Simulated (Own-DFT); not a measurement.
SiGe (layered order of Si and Ge on the diamond lattice, atoms displaced) (calculated)

Computed with Own-DFT development build. A calculation, not a measurement: plane-wave PBE density functional theory by an unreviewed code, no spin, of a simulated periodic cell, stress positive in tension, free energy of the whole cell less one offset for each atom, forces on such cells passed a denser k mesh, this cell's mesh not checked; offsets are fitted by least squares, one for each functional and potential file, so energies compare only between cells with the same atoms and settings and are not formation energies; the far tail of each file's local potential was reset to the Coulomb form; each entry is a single point on an unrelaxed cell, so the pressure reflects the starting lattice, mostly measured values, from which strain is counted, and rises with the displacements; printed positions are rounded, which can move forces by about a meV/angstrom; the program is a retired in-house code; no spin-orbit coupling.

Settings shared by all entries: functional PBE; potential files PseudoDojo norm-conserving, scalar-relativistic, standard set; wave cutoff 42 hartree; occupations Fermi-Dirac; smearing width 0.1 eV; k mesh 3 x 3 x 3 centred on Gamma.

(1) 
```cif
# cell vector a (Å): 11.0890 0.0000 0.0000
# cell vector b (Å): 0.0000 11.0890 0.0000
# cell vector c (Å): 0.0000 0.0000 11.0890
data_SiGe
_symmetry_space_group_name_H-M 'P 1'
_symmetry_Int_Tables_number 1
_cell_length_a 11.0890
_cell_length_b 11.0890
_cell_length_c 11.0890
_cell_angle_alpha 90.000
_cell_angle_beta 90.000
_cell_angle_gamma 90.000
_cell_volume 1363.57
loop_
_atom_site_label
_atom_site_type_symbol
_atom_site_fract_x
_atom_site_fract_y
_atom_site_fract_z
_atom_site_occupancy
Ge1 Ge 0.00423 0.99545 0.99475 1
Ge2 Ge 0.99991 0.24841 0.25291 1
Ge3 Ge 0.25046 0.00014 0.24378 1
Ge4 Ge 0.25034 0.25249 0.99876 1
Ge5 Ge 0.12706 0.12402 0.12565 1
Ge6 Ge 0.12038 0.37672 0.37446 1
Ge7 Ge 0.37158 0.12360 0.37324 1
Ge8 Ge 0.37572 0.37883 0.12617 1
Si1 Si 0.00243 0.99904 0.50236 1
Si2 Si 0.00043 0.25179 0.75005 1
Si3 Si 0.24946 0.00658 0.75422 1
Si4 Si 0.25209 0.25203 0.49923 1
Si5 Si 0.12624 0.11998 0.62729 1
Si6 Si 0.12935 0.37618 0.86790 1
Si7 Si 0.37429 0.12295 0.87787 1
Si8 Si 0.37691 0.37024 0.62259 1
Ge9 Ge 0.99887 0.49777 0.00140 1
Ge10 Ge 0.00071 0.75193 0.25297 1
Ge11 Ge 0.24751 0.50080 0.25302 1
Ge12 Ge 0.24972 0.75250 0.00216 1
Ge13 Ge 0.12174 0.62309 0.12273 1
Ge14 Ge 0.12417 0.87577 0.37460 1
Ge15 Ge 0.37259 0.62289 0.37477 1
Ge16 Ge 0.38190 0.87843 0.12645 1
Si9 Si 0.99968 0.49745 0.49424 1
Si10 Si 0.00497 0.74816 0.74799 1
Si11 Si 0.24463 0.50332 0.74655 1
Si12 Si 0.25252 0.74413 0.50055 1
Si13 Si 0.12088 0.62741 0.62555 1
Si14 Si 0.12526 0.87305 0.87972 1
Si15 Si 0.37626 0.62590 0.87226 1
Si16 Si 0.37638 0.87907 0.62124 1
Ge17 Ge 0.49744 0.99912 0.99797 1
Ge18 Ge 0.49775 0.25135 0.25263 1
Ge19 Ge 0.74676 0.00468 0.25276 1
Ge20 Ge 0.74745 0.25040 0.99643 1
Ge21 Ge 0.61973 0.12404 0.12781 1
Ge22 Ge 0.62340 0.37332 0.37456 1
Ge23 Ge 0.87227 0.12554 0.37407 1
Ge24 Ge 0.87408 0.37628 0.12319 1
Si17 Si 0.50069 0.99445 0.50128 1
Si18 Si 0.50092 0.25322 0.75366 1
Si19 Si 0.75089 0.00106 0.75514 1
Si20 Si 0.74602 0.24815 0.50123 1
Si21 Si 0.62743 0.12474 0.62777 1
Si22 Si 0.62562 0.37593 0.87543 1
Si23 Si 0.87194 0.13047 0.87357 1
Si24 Si 0.87222 0.37681 0.62818 1
Ge25 Ge 0.50086 0.50014 0.99860 1
Ge26 Ge 0.50134 0.75352 0.24394 1
Ge27 Ge 0.74883 0.50083 0.24954 1
Ge28 Ge 0.74194 0.75126 0.00220 1
Ge29 Ge 0.62408 0.62575 0.12354 1
Ge30 Ge 0.62912 0.86909 0.37372 1
Ge31 Ge 0.87635 0.62419 0.37614 1
Ge32 Ge 0.87423 0.87516 0.12645 1
Si25 Si 0.50261 0.50240 0.49879 1
Si26 Si 0.49647 0.74402 0.75256 1
Si27 Si 0.74807 0.49745 0.75052 1
Si28 Si 0.74944 0.74767 0.49871 1
Si29 Si 0.62530 0.62542 0.62268 1
Si30 Si 0.62704 0.87299 0.87612 1
Si31 Si 0.87813 0.62423 0.87481 1
Si32 Si 0.87289 0.87525 0.62520 1
_calc_free_energy_of_cell_above_offsets '-5.986'  # eV
_calc_pressure 2.98  # GPa
_calc_stress_xx -2.97  # GPa
_calc_stress_yy -2.97  # GPa
_calc_stress_zz -2.98  # GPa
_calc_stress_yz 0.12  # GPa
_calc_stress_xz -0.06  # GPa
_calc_stress_xy -0.07  # GPa
```

Force:
```
element  x (eV/Å)  y (eV/Å)  z (eV/Å)
     Ge    -1.068     0.966     0.255
     Ge    -0.255     0.047    -0.658
     Ge      0.03    -0.333     0.791
     Ge     0.051     0.009    -0.334
     Ge    -0.552     0.345    -0.643
     Ge     0.797    -0.558     0.575
     Ge     0.335    -0.189     0.879
     Ge    -0.232    -0.224    -0.024
     Si     -0.54     0.076     0.203
     Si    -0.033    -0.188    -0.327
     Si     0.137    -1.166    -0.213
     Si    -0.616    -0.466     0.478
     Si    -0.134     1.014    -0.249
     Si    -0.589    -0.021     0.337
     Si     0.165     0.784    -0.676
     Si    -0.058     0.937     0.312
     Ge     0.348    -0.124      -1.3
     Ge    -0.227    -0.321     -0.46
     Ge    -0.137    -0.061    -0.571
     Ge     0.558    -0.381    -0.306
     Ge     0.314     0.398      0.45
     Ge     0.731    -0.069      0.76
     Ge      0.79     0.417     0.228
     Ge    -1.054    -0.251    -0.491
     Si    -0.435     0.403     1.699
     Si    -0.852     0.593     0.488
     Si     0.963    -0.188    -0.235
     Si    -0.424     0.945     0.556
     Si     0.358    -0.596    -0.809
     Si     0.533    -0.076    -1.637
     Si    -0.841    -0.447     0.108
     Si    -0.569    -0.764     0.973
     Ge     0.731     0.092    -0.667
     Ge    -0.218    -0.121    -0.267
     Ge     0.275    -0.691    -0.441
     Ge    -0.111    -0.149     0.364
     Ge     0.179     0.391    -0.552
     Ge     0.266     0.298     0.686
     Ge     0.376     0.009     1.303
     Ge    -0.135    -0.568     0.341
     Si     0.446     0.769    -0.083
     Si    -0.119    -0.628    -0.221
     Si    -0.013    -0.147    -0.471
     Si     0.503       0.3     0.551
     Si    -0.586    -0.242      0.05
     Si    -0.194     0.075    -0.542
     Si     0.807    -0.619    -0.246
     Si     0.258    -0.353    -0.645
     Ge    -0.163     0.139    -0.558
     Ge    -0.122    -0.864     1.055
     Ge     0.063    -0.061     0.101
     Ge     1.499    -0.138    -0.749
     Ge    -0.195    -0.459     0.206
     Ge    -0.446     0.542     0.601
     Ge    -0.198     0.058     0.237
     Ge     -0.18     0.261    -0.133
     Si    -0.323    -0.423      0.52
     Si     0.661     1.114     -0.82
     Si     0.202     0.665     0.006
     Si     0.391      0.01     0.849
     Si    -0.065    -0.112     0.472
     Si    -0.747     0.209     -0.87
     Si    -0.585      0.24    -0.399
     Si     0.251     -0.11     0.163
```

(2) 
```cif
# cell vector a (Å): 11.0890 0.0000 0.0000
# cell vector b (Å): 0.0000 11.0890 0.0000
# cell vector c (Å): 0.0000 0.0000 11.0890
data_SiGe
_symmetry_space_group_name_H-M 'P 1'
_symmetry_Int_Tables_number 1
_cell_length_a 11.0890
_cell_length_b 11.0890
_cell_length_c 11.0890
_cell_angle_alpha 90.000
_cell_angle_beta 90.000
_cell_angle_gamma 90.000
_cell_volume 1363.57
loop_
_atom_site_label
_atom_site_type_symbol
_atom_site_fract_x
_atom_site_fract_y
_atom_site_fract_z
_atom_site_occupancy
Ge1 Ge 0.00189 0.99772 0.00418 1
Ge2 Ge 0.00202 0.25074 0.24918 1
Ge3 Ge 0.25119 0.99422 0.25257 1
Ge4 Ge 0.25141 0.25410 0.00130 1
Ge5 Ge 0.12201 0.12759 0.12703 1
Ge6 Ge 0.12354 0.37541 0.37795 1
Ge7 Ge 0.37746 0.12505 0.37323 1
Ge8 Ge 0.37711 0.37376 0.12564 1
Si1 Si 0.99963 0.99899 0.49968 1
Si2 Si 0.99775 0.25143 0.74915 1
Si3 Si 0.24856 0.00619 0.75285 1
Si4 Si 0.25162 0.24958 0.50118 1
Si5 Si 0.12429 0.12133 0.62442 1
Si6 Si 0.12328 0.37361 0.87485 1
Si7 Si 0.37766 0.12989 0.87462 1
Si8 Si 0.37898 0.37817 0.62274 1
Ge9 Ge 0.00470 0.50120 0.00073 1
Ge10 Ge 0.00068 0.74817 0.25079 1
Ge11 Ge 0.24950 0.49767 0.24853 1
Ge12 Ge 0.25411 0.74954 0.99740 1
Ge13 Ge 0.13007 0.62679 0.12873 1
Ge14 Ge 0.12209 0.87865 0.37392 1
Ge15 Ge 0.37446 0.62621 0.37967 1
Ge16 Ge 0.37469 0.87681 0.12355 1
Si9 Si 0.99846 0.50292 0.49624 1
Si10 Si 0.99623 0.74569 0.75320 1
Si11 Si 0.25158 0.50381 0.74299 1
Si12 Si 0.25318 0.74943 0.50405 1
Si13 Si 0.12606 0.62461 0.62803 1
Si14 Si 0.12521 0.87732 0.87830 1
Si15 Si 0.37691 0.62094 0.87735 1
Si16 Si 0.37609 0.87375 0.62363 1
Ge17 Ge 0.50031 0.00177 0.99927 1
Ge18 Ge 0.49567 0.24972 0.25064 1
Ge19 Ge 0.75257 0.99866 0.25003 1
Ge20 Ge 0.75288 0.24890 0.99862 1
Ge21 Ge 0.61946 0.12439 0.12936 1
Ge22 Ge 0.62268 0.37057 0.37294 1
Ge23 Ge 0.87874 0.12443 0.37734 1
Ge24 Ge 0.87241 0.37121 0.12784 1
Si17 Si 0.50062 0.99886 0.49924 1
Si18 Si 0.49736 0.25098 0.74720 1
Si19 Si 0.75420 0.00137 0.75124 1
Si20 Si 0.75142 0.24620 0.50042 1
Si21 Si 0.62287 0.12701 0.62775 1
Si22 Si 0.62006 0.37366 0.87388 1
Si23 Si 0.88054 0.12577 0.87752 1
Si24 Si 0.87263 0.37028 0.62817 1
Ge25 Ge 0.50392 0.50565 0.00041 1
Ge26 Ge 0.50146 0.74401 0.24759 1
Ge27 Ge 0.74424 0.49784 0.25018 1
Ge28 Ge 0.74630 0.75056 0.99809 1
Ge29 Ge 0.63099 0.62537 0.13236 1
Ge30 Ge 0.62534 0.87709 0.37517 1
Ge31 Ge 0.87353 0.63076 0.37717 1
Ge32 Ge 0.87720 0.87198 0.12512 1
Si25 Si 0.50313 0.50036 0.50136 1
Si26 Si 0.50112 0.74718 0.75177 1
Si27 Si 0.74939 0.50228 0.74628 1
Si28 Si 0.74876 0.75337 0.50049 1
Si29 Si 0.62295 0.62251 0.62790 1
Si30 Si 0.62177 0.87563 0.87280 1
Si31 Si 0.88054 0.62826 0.87512 1
Si32 Si 0.87462 0.87856 0.62818 1
_calc_free_energy_of_cell_above_offsets '-6.151'  # eV
_calc_pressure 2.92  # GPa
_calc_stress_xx -2.92  # GPa
_calc_stress_yy -2.91  # GPa
_calc_stress_zz -2.95  # GPa
_calc_stress_yz -0.05  # GPa
_calc_stress_xz 0.17  # GPa
_calc_stress_xy 0.5  # GPa
```

Force:
```
element  x (eV/Å)  y (eV/Å)  z (eV/Å)
     Ge    -0.088     0.307    -0.692
     Ge     -0.35     0.137     0.652
     Ge     -0.15     1.055      -0.4
     Ge    -0.311    -0.506      -0.7
     Ge      1.05    -0.532    -0.164
     Ge     0.266    -0.019     0.297
     Ge    -0.598    -0.402     1.037
     Ge     0.078     0.789    -0.349
     Si     0.022     0.007     0.833
     Si     0.506     -0.45      0.12
     Si     0.373    -0.705    -0.112
     Si    -0.071    -0.034     0.456
     Si    -0.037     0.643     0.022
     Si      0.48     0.413    -0.915
     Si    -0.403    -0.189    -0.316
     Si    -0.468    -0.218    -0.021
     Ge    -0.474    -0.137    -0.092
     Ge      0.11     0.166    -0.025
     Ge     0.395     0.012     0.735
     Ge    -0.326     0.089    -0.349
     Ge    -0.191      0.03    -0.575
     Ge     0.313    -0.931     1.108
     Ge     0.053    -0.494     0.011
     Ge      0.41    -0.537     0.007
     Si    -0.085    -0.312      1.32
     Si      0.89     1.145    -0.513
     Si     0.075    -0.786     1.013
     Si    -0.838     0.383     0.148
     Si    -0.468     0.323    -0.604
     Si     0.072    -0.406    -0.953
     Si    -0.258     0.388    -1.058
     Si    -0.039     0.367     0.623
     Ge    -0.148    -0.026    -0.637
     Ge     0.295     0.016    -0.108
     Ge    -0.032     0.244     0.027
     Ge    -0.865    -0.192    -0.384
     Ge     1.011      0.12    -0.456
     Ge     0.213     0.159     1.161
     Ge     -0.27     0.026      0.11
     Ge      0.33     0.794      -0.4
     Si     0.004     0.268     0.742
     Si      0.15     0.201     0.193
     Si    -0.526     0.299     0.284
     Si    -0.313     0.218     0.481
     Si     0.331    -0.462    -0.285
     Si      0.73     0.262    -0.493
     Si    -0.239    -0.304    -0.584
     Si     0.032     0.819    -0.697
     Ge      0.06    -0.703     0.032
     Ge    -0.474     1.059      0.62
     Ge     1.251    -0.242     0.766
     Ge     0.452     0.045    -0.468
     Ge    -0.395      0.11    -1.308
     Ge     -0.15    -0.424     0.199
     Ge    -0.415    -0.671     0.204
     Ge    -0.452    -0.021    -0.123
     Si    -0.066    -0.087     0.089
     Si    -0.392     0.166    -0.127
     Si     0.232     -0.42     0.813
     Si    -0.181    -0.024     1.008
     Si     0.419     0.534    -0.475
     Si     0.412     0.116    -0.422
     Si    -1.094    -0.852     -0.01
     Si     0.151    -0.624    -0.298
```

(3) 
```cif
# cell vector a (Å): 11.0890 0.0000 0.0000
# cell vector b (Å): 0.0000 11.0890 0.0000
# cell vector c (Å): 0.0000 0.0000 11.0890
data_SiGe
_symmetry_space_group_name_H-M 'P 1'
_symmetry_Int_Tables_number 1
_cell_length_a 11.0890
_cell_length_b 11.0890
_cell_length_c 11.0890
_cell_angle_alpha 90.000
_cell_angle_beta 90.000
_cell_angle_gamma 90.000
_cell_volume 1363.57
loop_
_atom_site_label
_atom_site_type_symbol
_atom_site_fract_x
_atom_site_fract_y
_atom_site_fract_z
_atom_site_occupancy
Ge1 Ge 0.00025 0.99653 0.00095 1
Ge2 Ge 0.99886 0.24840 0.25112 1
Ge3 Ge 0.24900 0.00309 0.25058 1
Ge4 Ge 0.25386 0.25199 0.99705 1
Ge5 Ge 0.12285 0.12658 0.11904 1
Ge6 Ge 0.12594 0.37212 0.37518 1
Ge7 Ge 0.37763 0.12390 0.37828 1
Ge8 Ge 0.37476 0.37844 0.12347 1
Si1 Si 0.99977 0.00171 0.50167 1
Si2 Si 0.99770 0.24510 0.74800 1
Si3 Si 0.24860 0.00105 0.75028 1
Si4 Si 0.24600 0.24651 0.50133 1
Si5 Si 0.12631 0.12691 0.62914 1
Si6 Si 0.12860 0.37481 0.87505 1
Si7 Si 0.37525 0.12062 0.87671 1
Si8 Si 0.37913 0.37796 0.62666 1
Ge9 Ge 0.00015 0.50119 0.00242 1
Ge10 Ge 0.99698 0.74722 0.25015 1
Ge11 Ge 0.25016 0.50291 0.24654 1
Ge12 Ge 0.25022 0.75024 0.99622 1
Ge13 Ge 0.12640 0.61940 0.12376 1
Ge14 Ge 0.12684 0.87602 0.37772 1
Ge15 Ge 0.37382 0.62081 0.37332 1
Ge16 Ge 0.37356 0.87301 0.12618 1
Si9 Si 0.99917 0.49923 0.49915 1
Si10 Si 0.00317 0.75141 0.75097 1
Si11 Si 0.24977 0.49940 0.75109 1
Si12 Si 0.25204 0.75037 0.49622 1
Si13 Si 0.12646 0.62548 0.62081 1
Si14 Si 0.12245 0.87984 0.87608 1
Si15 Si 0.37721 0.62131 0.87537 1
Si16 Si 0.37523 0.87150 0.62320 1
Ge17 Ge 0.49924 0.00225 0.00161 1
Ge18 Ge 0.49985 0.24748 0.24513 1
Ge19 Ge 0.74610 0.00419 0.24844 1
Ge20 Ge 0.75212 0.24600 0.00243 1
Ge21 Ge 0.62650 0.12366 0.12266 1
Ge22 Ge 0.62593 0.37772 0.37239 1
Ge23 Ge 0.87486 0.12637 0.37680 1
Ge24 Ge 0.87921 0.37575 0.12447 1
Si17 Si 0.50026 0.00291 0.49977 1
Si18 Si 0.50244 0.25286 0.74956 1
Si19 Si 0.74973 0.00018 0.74973 1
Si20 Si 0.74853 0.24726 0.49476 1
Si21 Si 0.62736 0.12547 0.62307 1
Si22 Si 0.62391 0.37332 0.87155 1
Si23 Si 0.87516 0.12174 0.87826 1
Si24 Si 0.87645 0.37118 0.62533 1
Ge25 Ge 0.50447 0.49885 0.00184 1
Ge26 Ge 0.50188 0.74392 0.24546 1
Ge27 Ge 0.75097 0.50096 0.24566 1
Ge28 Ge 0.75223 0.75103 0.00271 1
Ge29 Ge 0.62469 0.62916 0.12320 1
Ge30 Ge 0.62503 0.87111 0.37087 1
Ge31 Ge 0.87456 0.62686 0.37591 1
Ge32 Ge 0.87646 0.87378 0.12452 1
Si25 Si 0.49812 0.50114 0.50046 1
Si26 Si 0.50205 0.75065 0.74807 1
Si27 Si 0.75052 0.49842 0.75281 1
Si28 Si 0.74464 0.74658 0.49888 1
Si29 Si 0.62193 0.62488 0.62891 1
Si30 Si 0.63185 0.87222 0.87584 1
Si31 Si 0.87257 0.62552 0.87092 1
Si32 Si 0.87889 0.88032 0.62013 1
_calc_free_energy_of_cell_above_offsets '-6.184'  # eV
_calc_pressure 2.92  # GPa
_calc_stress_xx -2.94  # GPa
_calc_stress_yy -2.89  # GPa
_calc_stress_zz -2.93  # GPa
_calc_stress_yz 0.3  # GPa
_calc_stress_xz -0.06  # GPa
_calc_stress_xy -0.02  # GPa
```

Force:
```
element  x (eV/Å)  y (eV/Å)  z (eV/Å)
     Ge    -0.217     0.332    -0.559
     Ge     0.252     0.062    -0.209
     Ge      0.02    -0.088    -0.149
     Ge    -0.185    -0.224    -0.389
     Ge     0.393     0.132     0.505
     Ge     0.028     0.389     0.327
     Ge    -0.418     0.405     0.059
     Ge     0.185     -0.39     0.163
     Si     0.558     0.267     0.211
     Si     0.265     0.497      0.76
     Si     0.301    -0.386    -0.066
     Si     0.868     0.512     0.633
     Si    -0.294    -0.408    -0.392
     Si    -0.769    -0.079    -0.698
     Si     0.165     0.646    -1.003
     Si    -0.737    -0.465     -0.19
     Ge    -0.043    -0.206    -1.592
     Ge     0.905     0.277     0.046
     Ge    -0.102     -0.93     0.618
     Ge    -0.118    -0.116    -0.374
     Ge    -0.249     1.331    -0.083
     Ge    -0.511    -0.009    -0.005
     Ge      0.31     0.519     0.546
     Ge     0.024     0.168    -0.013
     Si      0.09     -0.09     0.538
     Si    -0.296     0.082    -0.506
     Si      0.15     0.198    -0.334
     Si    -0.018    -0.233     0.704
     Si     0.015    -0.045     0.388
     Si     0.495    -0.636    -0.765
     Si     0.037     0.353    -0.638
     Si     0.034     0.566      0.12
     Ge     0.275    -0.973    -0.771
     Ge    -0.063     0.445     0.543
     Ge     0.791     -0.76      0.34
     Ge     0.027     0.769    -0.983
     Ge    -0.405     0.289     0.005
     Ge    -0.348    -0.254     0.428
     Ge     0.015    -0.489     0.172
     Ge    -0.502    -0.322      0.09
     Si     0.317    -0.868     0.619
     Si    -0.365    -0.725    -0.155
     Si     0.331    -0.058    -0.126
     Si     0.027     0.659     1.041
     Si    -0.213     0.063     0.239
     Si     0.557    -0.054     0.316
     Si    -0.025    -0.007     -0.88
     Si    -0.404     0.199    -0.251
     Ge    -0.132     0.052    -0.963
     Ge    -0.793     0.678     0.723
     Ge     0.096     0.197     0.233
     Ge     0.155    -0.277    -1.035
     Ge       0.6    -0.802    -0.251
     Ge    -0.302     0.397     0.755
     Ge    -0.363    -0.519     0.575
     Ge    -0.272     0.403     0.591
     Si     0.414    -0.145     0.426
     Si    -0.246     0.007     0.652
     Si    -0.092    -0.142     -0.59
     Si     0.558     0.447     0.869
     Si     0.365    -0.298    -0.403
     Si    -0.875     0.493    -0.584
     Si     0.486     0.088     0.111
     Si    -0.753    -0.918     0.609
```

(4) 
```cif
# cell vector a (Å): 11.0890 0.0000 0.0000
# cell vector b (Å): 0.0000 11.0890 0.0000
# cell vector c (Å): 0.0000 0.0000 11.0890
data_SiGe
_symmetry_space_group_name_H-M 'P 1'
_symmetry_Int_Tables_number 1
_cell_length_a 11.0890
_cell_length_b 11.0890
_cell_length_c 11.0890
_cell_angle_alpha 90.000
_cell_angle_beta 90.000
_cell_angle_gamma 90.000
_cell_volume 1363.57
loop_
_atom_site_label
_atom_site_type_symbol
_atom_site_fract_x
_atom_site_fract_y
_atom_site_fract_z
_atom_site_occupancy
Ge1 Ge 0.00004 0.99479 0.00023 1
Ge2 Ge 0.99922 0.24869 0.25126 1
Ge3 Ge 0.25444 0.00409 0.24887 1
Ge4 Ge 0.24963 0.25184 0.00225 1
Ge5 Ge 0.12192 0.12344 0.12335 1
Ge6 Ge 0.12778 0.37901 0.37640 1
Ge7 Ge 0.37687 0.12540 0.37056 1
Ge8 Ge 0.37388 0.37637 0.12328 1
Si1 Si 0.00104 0.99712 0.49648 1
Si2 Si 0.99949 0.25395 0.74840 1
Si3 Si 0.25686 0.00285 0.74946 1
Si4 Si 0.25352 0.24917 0.49938 1
Si5 Si 0.12541 0.12568 0.62521 1
Si6 Si 0.12918 0.37655 0.87875 1
Si7 Si 0.37722 0.12769 0.87374 1
Si8 Si 0.37213 0.36960 0.62718 1
Ge9 Ge 0.99821 0.49111 0.99980 1
Ge10 Ge 0.99880 0.74906 0.24718 1
Ge11 Ge 0.24854 0.49835 0.25200 1
Ge12 Ge 0.25262 0.74744 0.00106 1
Ge13 Ge 0.12490 0.62530 0.12289 1
Ge14 Ge 0.12524 0.87165 0.37234 1
Ge15 Ge 0.37315 0.62555 0.37347 1
Ge16 Ge 0.37837 0.87259 0.12715 1
Si9 Si 0.99688 0.50343 0.50130 1
Si10 Si 0.99894 0.74961 0.74771 1
Si11 Si 0.25161 0.50375 0.75321 1
Si12 Si 0.24824 0.75117 0.49878 1
Si13 Si 0.12731 0.62477 0.62309 1
Si14 Si 0.12351 0.88089 0.87680 1
Si15 Si 0.37726 0.62441 0.87924 1
Si16 Si 0.37465 0.87493 0.62424 1
Ge17 Ge 0.49482 0.99724 0.00049 1
Ge18 Ge 0.49992 0.25354 0.24655 1
Ge19 Ge 0.75191 0.00229 0.25389 1
Ge20 Ge 0.74959 0.24745 0.00222 1
Ge21 Ge 0.62830 0.12479 0.12312 1
Ge22 Ge 0.62459 0.37108 0.37512 1
Ge23 Ge 0.87764 0.12223 0.38086 1
Ge24 Ge 0.87873 0.37939 0.12387 1
Si17 Si 0.49716 0.99911 0.49444 1
Si18 Si 0.50186 0.25173 0.74798 1
Si19 Si 0.74810 0.00225 0.75130 1
Si20 Si 0.75021 0.24947 0.49662 1
Si21 Si 0.62849 0.12225 0.62489 1
Si22 Si 0.62172 0.37607 0.87442 1
Si23 Si 0.87696 0.12301 0.87489 1
Si24 Si 0.87776 0.37474 0.62453 1
Ge25 Ge 0.49876 0.50160 0.99971 1
Ge26 Ge 0.49981 0.74762 0.24988 1
Ge27 Ge 0.75608 0.49946 0.25519 1
Ge28 Ge 0.74941 0.74956 0.99673 1
Ge29 Ge 0.62722 0.62195 0.12754 1
Ge30 Ge 0.62307 0.87443 0.36762 1
Ge31 Ge 0.87456 0.62058 0.37255 1
Ge32 Ge 0.87845 0.87414 0.12236 1
Si25 Si 0.50291 0.50044 0.49527 1
Si26 Si 0.50251 0.75053 0.75123 1
Si27 Si 0.74782 0.49917 0.74350 1
Si28 Si 0.75000 0.75184 0.49907 1
Si29 Si 0.62878 0.62547 0.62572 1
Si30 Si 0.62551 0.87516 0.87359 1
Si31 Si 0.87130 0.62240 0.87806 1
Si32 Si 0.87605 0.88093 0.62270 1
_calc_free_energy_of_cell_above_offsets '-5.910'  # eV
_calc_pressure 2.96  # GPa
_calc_stress_xx -2.97  # GPa
_calc_stress_yy -2.96  # GPa
_calc_stress_zz -2.95  # GPa
_calc_stress_yz 0.28  # GPa
_calc_stress_xz -0.05  # GPa
_calc_stress_xy -0.14  # GPa
```

Force:
```
element  x (eV/Å)  y (eV/Å)  z (eV/Å)
     Ge    -0.032     0.892     -0.66
     Ge     0.169     0.269     0.154
     Ge    -0.727    -0.721    -0.235
     Ge     0.043    -0.597    -0.761
     Ge     0.243     0.114     0.151
     Ge     -0.65     -0.72     0.924
     Ge      0.15     0.537     0.949
     Ge      0.01     0.225     0.255
     Si     0.577     0.142     1.049
     Si     0.483    -0.439     0.467
     Si    -0.784    -0.072     0.117
     Si    -0.503    -0.109     0.366
     Si     0.079    -0.105    -0.212
     Si    -0.291    -0.156    -1.217
     Si    -0.013      0.14    -0.279
     Si     0.451     0.923    -0.254
     Ge     0.711      1.56    -1.008
     Ge     0.118    -0.293     0.177
     Ge     0.174     0.502    -0.642
     Ge    -0.387     0.682    -0.726
     Ge    -0.183     -0.57     0.027
     Ge     0.174     0.497     0.244
     Ge     0.117    -0.078     0.798
     Ge    -0.595    -0.027    -0.029
     Si     0.635    -0.395     0.434
     Si     0.048     0.164     0.355
     Si     0.007    -0.381    -0.253
     Si      0.28    -0.166     0.666
     Si    -0.272     0.157     0.294
     Si     0.856    -1.016    -1.193
     Si    -0.018     0.439    -1.142
     Si     0.198    -0.114    -0.091
     Ge     0.809     0.421    -0.745
     Ge     0.204    -0.481    -0.205
     Ge     0.235    -0.229    -0.702
     Ge     0.454     0.748    -1.111
     Ge    -0.725    -0.436      0.38
     Ge     0.226     0.438     0.262
     Ge    -0.119     0.438     -0.02
     Ge    -0.927    -1.279     0.746
     Si     0.503    -0.068     0.922
     Si     0.085    -0.393     0.093
     Si      0.45    -0.284    -0.074
     Si     0.211    -0.142       1.2
     Si    -0.597     0.345    -0.412
     Si     0.509    -0.133    -0.524
     Si    -0.095     0.354    -0.455
     Si    -0.562     0.078     -0.31
     Ge     0.415    -0.268    -0.251
     Ge     0.108     -0.28    -0.183
     Ge    -1.046    -0.739    -0.808
     Ge    -0.135     0.056     0.041
     Ge     0.137     0.125    -0.113
     Ge     0.214    -0.036     1.342
     Ge     0.403     1.343     1.301
     Ge    -1.036    -0.043     0.469
     Si    -0.416     -0.05     1.277
     Si    -0.228    -0.208     -0.21
     Si     0.344    -0.189     0.887
     Si     0.099     0.077     0.288
     Si    -0.566      0.19    -0.532
     Si    -0.206     0.199    -0.299
     Si     0.466    -0.244    -1.236
     Si     -0.28    -0.592     0.257
```
